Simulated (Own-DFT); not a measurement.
# Computed records: HfTi₂₃O₄₈ (rutile with substituted atoms, atoms displaced)

Computed with Own-DFT development build. A calculation, not a measurement: plane-wave PBE density functional theory by an unreviewed code, no spin, of a simulated periodic cell, stress positive in tension, free energy of the whole cell less one offset for each atom, defect cell not probed for a lower state with spin; hafnium file: forces about 75 meV/angstrom off all-electron values; oxygen file: force components 24 meV/angstrom off all-electron in one glass; forces on such cells passed a denser k mesh, this cell's mesh not checked; offsets are fitted by least squares, one for each functional and potential file, so energies compare only between cells with the same atoms and settings and are not formation energies; the far tail of each file's local potential was reset to the Coulomb form; each entry is a single point on an unrelaxed cell, so the pressure reflects the starting lattice, mostly measured values (interpolated for alloys), from which strain is counted, and rises with the displacements; printed positions are rounded, which can move forces by about a meV/angstrom; the program, named Own-DFT, is a retired in-house code; no spin-orbit coupling; before rounding, a Quantum ESPRESSO 7.3.1 run of the same cell and cutoff gave forces within 1 meV/angstrom rms on each cell, which checks the program and not the settings.

Settings shared by all entries: functional PBE; potential files PseudoDojo norm-conserving, scalar-relativistic, standard set; wave cutoff 72 hartree; occupations Fermi-Dirac; smearing width 0.1 eV; k mesh 3 x 3 x 3 centred on Gamma.

(1) 
```xyz
72
Lattice="9.1874 0.0000 0.0000 0.0000 9.1874 0.0000 0.0000 0.0000 8.8761" Properties=species:S:1:pos:R:3:force_x:R:1:force_y:R:1:force_z:R:1 formula=HfTi23O48 free_energy_of_cell_above_offsets=-10.949 pressure=13.1 stress_xx=-12.75 stress_yy=-12.47 stress_zz=-14.06 stress_yz=1.23 stress_xz=0.66 stress_xy=-0.65
Ti     0.0313     9.1849     8.8271      -1.85     -0.818     -1.059
Ti     2.3306     2.3888     1.3885      1.455     -2.532      2.982
O      1.3100     1.3793     8.6956     -0.083      0.357      2.478
O      3.1454     3.1911     8.7831      0.993      1.381      3.006
O      3.6475     0.8760     1.5198     -1.602      1.926      0.264
O      0.8997     3.7120     1.5306      0.297     -0.836     -0.133
Ti     9.0858     9.0807     2.9578      0.969      2.068     -0.165
Ti     2.2640     2.3176     4.3701       1.37     -1.345      4.582
O      1.5665     1.4564     3.0618     -3.197     -2.498     -4.184
O      3.1057     3.2519     3.0496      2.437      2.188     -3.325
O      3.6008     0.8065     4.4357      1.663     -0.161      0.168
O      0.9930     3.7128     4.3922     -2.815      2.163      0.067
Ti     9.1499     9.1005     5.8484      3.797      4.419      1.383
Ti     2.2225     2.4674     7.4836      1.223     -2.988     -6.833
O      1.5652     1.4009     5.8928      -2.44     -0.927      0.695
O      3.1469     3.1806     5.9173      1.307      1.957      0.726
O      3.7393     1.0355     7.4283     -0.359     -0.919     -0.775
O      0.8101     3.7404     7.3733     -0.357      0.286      0.513
Ti     0.0481     4.5940     0.1831      0.291      0.064     -3.054
Hf     2.1990     6.9735     1.5231      4.964      0.643     -3.572
O      1.4372     5.9709     8.8441     -1.402     -1.524     -0.906
O      3.2471     7.8692     0.0328     -1.249     -0.775     -1.668
O      3.7198     5.4807     1.3406      0.212     -0.322       2.73
O      0.8174     8.2167     1.3992     -2.435      3.161      1.055
Ti     0.0495     4.5667     2.9949     -0.879     -1.135      2.135
Ti     2.3270     6.8942     4.3478     -1.059     -0.275      3.798
O      1.3708     5.9500     2.7751     -2.326     -2.662      4.971
O      3.1414     7.7972     3.1519      1.245      1.331     -2.237
O      3.6175     5.5670     4.4577      2.254      -1.91     -0.719
O      0.9151     8.2688     4.5113     -0.473      0.106      -1.71
Ti     0.0937     4.7062     5.9905      1.417     -0.173     -0.811
Ti     2.3478     7.0060     7.4094      1.441     -0.481      -0.64
O      1.4207     6.1186     5.8720     -1.975     -2.231      1.002
O      3.2696     7.6855     5.9321      0.097      0.803     -0.472
O      3.7403     5.6017     7.4421     -0.011     -0.876     -0.893
O      0.9652     8.2101     7.4020     -1.673      1.508      0.106
Ti     4.5542     9.1793     0.1165      0.283      1.224     -3.572
Ti     6.8942     2.2385     1.4141     -2.348       0.25      0.915
O      5.9382     1.3780     8.7393      1.244      0.804      1.372
O      7.7885     3.1331     0.0608      1.618      0.987     -0.598
O      8.2077     0.8375     1.6102      1.364     -0.584     -0.672
O      5.5675     3.6283     1.4162     -1.408      1.196      0.916
Ti     4.6568     0.0287     3.0288     -0.026      1.453     -0.382
Ti     6.9650     2.3504     4.5183      -0.85     -0.713       -0.7
O      5.9079     1.4127     2.9597      0.192     -0.437      0.414
O      7.7009     3.1416     2.9038      1.649      1.552      0.759
O      8.2763     1.0205     4.4576      1.281     -1.672     -0.488
O      5.3992     3.6125     4.4034     -0.195      1.451     -0.628
Ti     4.6022     9.1717     5.8998     -0.679      1.191      2.895
Ti     6.9264     2.2867     7.4266     -1.336     -0.954      0.025
O      6.0606     1.3911     5.9964     -0.632     -0.447     -1.409
O      7.6052     3.2652     5.9778      1.897      1.249     -0.894
O      8.2344     0.7387     7.2842       0.42      0.605      1.212
O      5.4598     3.6919     7.4286      0.089      0.294     -0.878
Ti     4.5331     4.6629     8.7998      1.659     -0.119     -0.108
Ti     6.9095     6.7560     1.5535     -0.203      2.524     -5.229
O      5.9269     6.0676     8.8654      1.242     -0.298     -0.298
O      7.8468     7.6644     0.0401      0.247      0.736      -0.84
O      8.3887     5.5063     1.4459     -0.995      0.228      1.044
O      5.3416     8.3062     1.4390      2.307     -1.764      2.248
Ti     4.5591     4.6818     3.0035     -0.329      -1.65     -2.201
Ti     7.0467     6.9181     4.5457     -2.365     -0.455     -3.798
O      6.1507     6.0490     2.8979     -2.682     -2.554      3.001
O      7.7665     7.8314     2.9926      0.155     -0.445      0.425
O      8.2454     5.4860     4.5247      0.377     -0.161     -1.078
O      5.4256     8.2010     4.3798      1.499     -0.687      1.003
Ti     4.7525     4.6094     5.8347     -3.949     -3.643       2.33
Ti     6.9516     6.7047     7.2434     -1.707      3.437      6.415
O      5.9774     5.8808     5.9471      1.812      2.415     -1.453
O      7.8928     7.8593     5.7527     -2.356     -2.291      1.833
O      8.2152     5.4707     7.3245      0.889     -0.394      0.694
O      5.4975     8.3758     7.4808      0.586     -1.298      -1.78
```

Units: free_energy_of_cell_above_offsets in eV; pressure, stress_xx, stress_yy, stress_zz, stress_yz, stress_xz, stress_xy in GPa; force_x, force_y, force_z in eV/Å.

(2) 
```xyz
72
Lattice="9.1874 0.0000 0.0000 0.0000 9.1874 0.0000 0.0000 0.0000 8.8761" Properties=species:S:1:pos:R:3:force_x:R:1:force_y:R:1:force_z:R:1 formula=HfTi23O48 free_energy_of_cell_above_offsets=-16.772 pressure=9.14 stress_xx=-8.79 stress_yy=-8.81 stress_zz=-9.83 stress_yz=0.04 stress_xz=1.41 stress_xy=-0.77
Ti     9.1285     9.1366     0.0321      1.472     -0.337     -2.794
Ti     2.2887     2.2650     1.5239     -0.082       1.77     -0.539
O      1.3737     1.3395     8.7594     -0.227     -0.172      0.985
O      3.1593     3.2027     0.0079     -0.003      0.057     -0.489
O      3.6960     0.9673     1.3832      0.468     -1.124      0.661
O      0.9126     3.6527     1.4926     -0.357      0.734     -0.676
Ti     9.1291     0.0196     2.8078      1.381     -0.034      3.591
Ti     2.3088     2.2269     4.5809      0.337      2.044     -2.564
O      1.3245     1.4659     2.8994      0.156     -0.809      1.115
O      3.1828     3.2485     2.9363      0.304     -0.311      0.371
O      3.7531     0.8381     4.3214     -1.713      1.445      1.412
O      0.9033     3.6947     4.4980      0.592     -0.469     -0.414
Ti     9.1477     9.1459     5.8691      0.794     -0.196     -0.946
Ti     2.2591     2.2713     7.4237      0.748      0.999      2.271
O      1.4571     1.4089     5.8715     -0.956     -1.335      0.442
O      3.2108     3.2562     5.9790     -0.295     -0.941     -1.213
O      3.6997     0.9454     7.4184      0.503      -0.86      -0.49
O      0.9326     3.6393     7.3430     -1.329      1.019      0.164
Ti     0.0342     4.6903     0.0008     -0.093     -1.282      0.962
Ti     2.3353     6.8551     1.5522     -0.271     -0.133     -1.221
O      1.3534     6.0171     8.7908      0.345     -0.319      1.491
O      3.2345     7.7419     8.8375      0.099      0.527      1.373
O      3.7559     5.4512     1.4213     -1.864      1.956      1.234
O      0.9340     8.3125     1.4592      0.062     -0.302     -0.365
Ti     9.1862     4.5464     3.0154      1.799     -0.139     -1.102
Ti     2.3458     6.8635     4.3496     -1.862      0.541      3.231
O      1.3786     5.9961     2.8961      0.874      0.373     -0.172
O      3.1632     7.8501     2.9293     -0.013     -0.799     -0.687
O      3.6465     5.4724     4.4308      0.306      0.103     -0.207
O      0.9163     8.2123     4.4496     -0.101      0.861     -0.069
Ti     9.1290     4.5553     5.9555      2.327       1.11      0.049
Ti     2.3002     6.9342     7.4378     -0.772     -0.646     -2.385
O      1.3989     6.0037     5.9211      0.062     -0.374     -0.418
O      3.1588     7.7623     5.9412      0.934      1.102     -0.843
O      3.7583     5.5587     7.4061     -0.247     -0.086       -0.2
O      0.8522     8.1998     7.4270      -0.43      1.069     -0.123
Ti     4.5236     9.1378     0.0273      0.332      0.803     -1.024
Ti     6.9290     2.2443     1.5141     -1.438      1.611     -2.294
O      5.9880     1.4681     8.8152      0.201     -0.603       0.74
O      7.8259     3.1367     0.0015     -0.115      0.365      0.302
O      8.2811     0.8743     1.4324     -0.782      0.658      0.005
O      5.4419     3.7625     1.4983      1.443     -1.123      0.537
Ti     4.5999     0.0464     2.9008      0.823     -0.333      0.261
Ti     6.9282     2.4318     4.4253     -0.659      -1.67      0.266
O      5.9418     1.3188     2.9421      1.518      1.783     -0.457
O      7.8633     3.2969     2.9537     -2.128     -2.334     -0.418
O      8.2351     0.8197     4.3575      0.355      0.739      0.563
O      5.5758     3.7345     4.5485     -0.541      0.185     -1.564
Ti     4.5252     0.0403     5.8854      0.397     -0.499       0.36
Ti     6.9314     2.2387     7.3625     -0.973      0.508      1.309
O      5.9610     1.4723     5.8699      0.101     -0.487      0.053
O      7.8197     3.2055     5.7922     -0.043      -0.26      1.123
O      8.3380     0.9496     7.3678     -0.106     -0.491     -0.141
O      5.5200     3.7417     7.4033       0.22     -0.014     -0.362
Ti     4.6210     4.6885     8.8332      -0.22     -2.406     -0.939
Hf     6.8285     6.8616     1.5016      3.048      0.148       0.18
O      5.9953     6.0164     0.0545     -1.115     -1.332     -3.926
O      7.7514     7.7774     0.0536      1.419      1.619     -3.147
O      8.3150     5.4564     1.4958      0.964     -0.716     -0.436
O      5.5421     8.2863     1.4759     -2.697       2.65     -0.361
Ti     4.5705     4.6450     2.9636     -0.386     -2.059     -1.254
Ti     6.9248     6.8721     4.4068     -0.358      0.435      0.952
O      5.8930     6.0605     2.9084     -1.019     -1.377      4.406
O      7.8776     7.8213     2.9726      -0.47     -0.609      1.365
O      8.3397     5.4462     4.3937     -1.514      1.591       0.58
O      5.4690     8.3199     4.4229      0.655      -0.83      0.134
Ti     4.5610     4.6106     5.8827     -0.021     -0.464      1.969
Ti     6.8370     6.9275     7.3817     -0.099      -0.05      -0.19
O      5.9425     5.9695     5.8576      1.593      1.605       0.17
O      7.8421     7.8418     5.9001     -1.806     -1.436       0.14
O      8.3172     5.5683     7.3585     -0.677     -0.331      0.434
O      5.4062     8.2657     7.4291       1.15      -0.32     -0.771
```

Units: free_energy_of_cell_above_offsets in eV; pressure, stress_xx, stress_yy, stress_zz, stress_yz, stress_xz, stress_xy in GPa; force_x, force_y, force_z in eV/Å.

(3) 
```xyz
72
Lattice="9.1874 0.0000 0.0000 0.0000 9.1874 0.0000 0.0000 0.0000 8.8761" Properties=species:S:1:pos:R:3:force_x:R:1:force_y:R:1:force_z:R:1 formula=HfTi23O48 free_energy_of_cell_above_offsets=-11.508 pressure=12.41 stress_xx=-11.56 stress_yy=-12.4 stress_zz=-13.28 stress_yz=0.4 stress_xz=0.39 stress_xy=-0.47
Ti     0.0083     9.1462     0.1195     -1.544      1.079     -1.131
Ti     2.3755     2.0579     1.4957      -3.93      5.805     -1.039
O      1.4498     1.4792     8.8156     -0.621     -0.992      1.573
O      3.0362     3.3188     8.7981       1.77     -0.453      1.203
O      3.5643     0.8440     1.4918      1.508     -1.137     -1.045
O      0.9150     3.6714     1.4776     -0.535      0.427     -0.569
Ti     0.0869     0.0935     3.0110     -2.927      -1.43      1.148
Ti     2.2406     2.2928     4.5098      1.058      1.057      0.981
O      1.2845     1.3651     3.0269      2.753      3.425      -0.29
O      3.2061     3.1865     3.0663     -0.364     -0.261     -1.164
O      3.7343     0.9371     4.3433     -2.018       1.27     -1.014
O      0.8654     3.7587     4.5662      1.841     -1.876     -2.126
Ti     9.0479     9.0738     6.0399      1.923      1.555      0.526
Ti     2.2290     2.3575     7.3901      2.061      0.247      0.288
O      1.3863     1.3972     6.0804      0.036     -0.274     -2.441
O      3.2310     3.3503     5.8390     -1.073     -1.537       0.47
O      3.7004     0.9011     7.4546     -1.878      2.041      3.336
O      0.8879     3.7602     7.1996      0.253     -0.188      3.408
Ti     9.1342     4.5096     8.7827     -0.778     -0.998      1.961
Ti     2.1801     6.9249     1.4675       2.11     -1.346      1.323
O      1.5148     6.0640     8.8512     -3.357     -1.637     -0.087
O      3.2372     7.6938     0.0574     -0.033      1.565     -0.783
O      3.4776     5.5085     1.3339      1.882     -0.816      1.559
O      0.8976     8.5804     1.6264      2.661     -3.211     -2.823
Ti     0.0325     4.6266     2.8734     -0.151     -1.088      0.351
Ti     2.2243     6.8445     4.4787      2.183      2.168     -1.732
O      1.2228     6.1423     2.9845      0.965     -0.299     -0.235
O      3.2581     7.6893     2.9256      0.041      0.826       -0.4
O      3.7907     5.5038     4.4427     -0.692      0.751     -0.549
O      1.0414     8.3533     4.3179     -0.633     -0.063      1.873
Ti     0.0839     4.6438     5.8900     -2.403      0.688     -1.662
Ti     2.3225     6.8184     7.4615      1.412      1.665     -1.382
O      1.4055     6.0154     5.7477     -0.421     -0.093      3.038
O      3.3281     7.7924     5.9518     -4.252     -3.986      -0.07
O      3.6921     5.5265     7.5034      0.688     -0.328     -1.086
O      0.8838     8.3209     7.4230      0.181      -0.88     -0.424
Ti     4.5535     9.1727     0.0825      1.689     -0.428     -3.237
Ti     6.7891     2.1798     1.5169      0.821      0.054     -0.783
O      6.0275     1.2324     0.0455     -0.436      1.317     -0.969
O      7.7410     3.1514     8.8741      1.433      1.558     -0.795
O      8.2222     0.9807     1.4414      1.333     -0.752      0.175
O      5.5213     3.6447     1.3537     -1.191      0.982      0.859
Ti     4.3949     0.0077     2.8851      2.652     -2.701      4.805
Ti     7.0363     2.1755     4.3805     -1.235      1.713     -0.126
O      6.0397     1.3402     2.9424     -0.964      0.018      0.705
O      7.7295     3.2013     2.9271      0.213     -0.238      0.789
O      8.2598     0.8208     4.3914     -0.384      0.344      2.067
O      5.3996     3.6853     4.5190      0.889      0.368     -0.935
Hf     4.5579     0.0355     6.0012     -0.544      0.186      -2.76
Ti     6.9177     2.3268     7.2926      0.855     -0.878      0.077
O      5.9406     1.3685     5.9266      4.394      4.153      0.171
O      7.9027     3.2547     5.8482     -2.113      -1.99      0.778
O      8.4750     1.0120     7.4805     -1.509     -0.459     -1.324
O      5.6428     3.7572     7.3657     -0.667      0.178      0.275
Ti     4.7546     4.5550     8.8295     -1.873      0.764       2.16
Ti     6.9133     6.9603     1.5257      0.329       0.47      0.182
O      6.0835     6.1147     0.0849     -1.447     -1.456     -1.014
O      7.7959     7.9140     0.1029      0.677      -0.34     -0.575
O      8.3613     5.4854     1.5345     -0.704      0.537     -1.922
O      5.4870     8.4195     1.4439      0.166     -1.091      0.983
Ti     4.5719     4.5839     3.0065      -0.39     -0.376      0.839
Ti     6.9181     6.8300     4.4548      -0.28       1.18     -3.036
O      6.0708     6.0728     2.9854     -1.624     -1.598     -0.358
O      7.7713     7.7610     2.9959      0.874      0.646      0.379
O      8.3158     5.3739     4.4139     -1.725      1.966     -0.062
O      5.4861     8.3803     4.4993      1.937     -2.364     -3.065
Ti     4.6924     4.7308     6.0006     -2.172     -2.191      -2.51
Ti     6.8631     6.8810     7.3023     -0.954      1.119      3.333
O      6.0070     6.0028     5.9173      0.098      0.364      0.081
O      7.8046     7.7136     5.9238      0.994      0.995      -0.32
O      8.1726     5.6123     7.3897      2.252     -1.796      0.896
O      5.6458     8.3813     7.3228      0.889      -1.93      3.252
```

Units: free_energy_of_cell_above_offsets in eV; pressure, stress_xx, stress_yy, stress_zz, stress_yz, stress_xz, stress_xy in GPa; force_x, force_y, force_z in eV/Å.
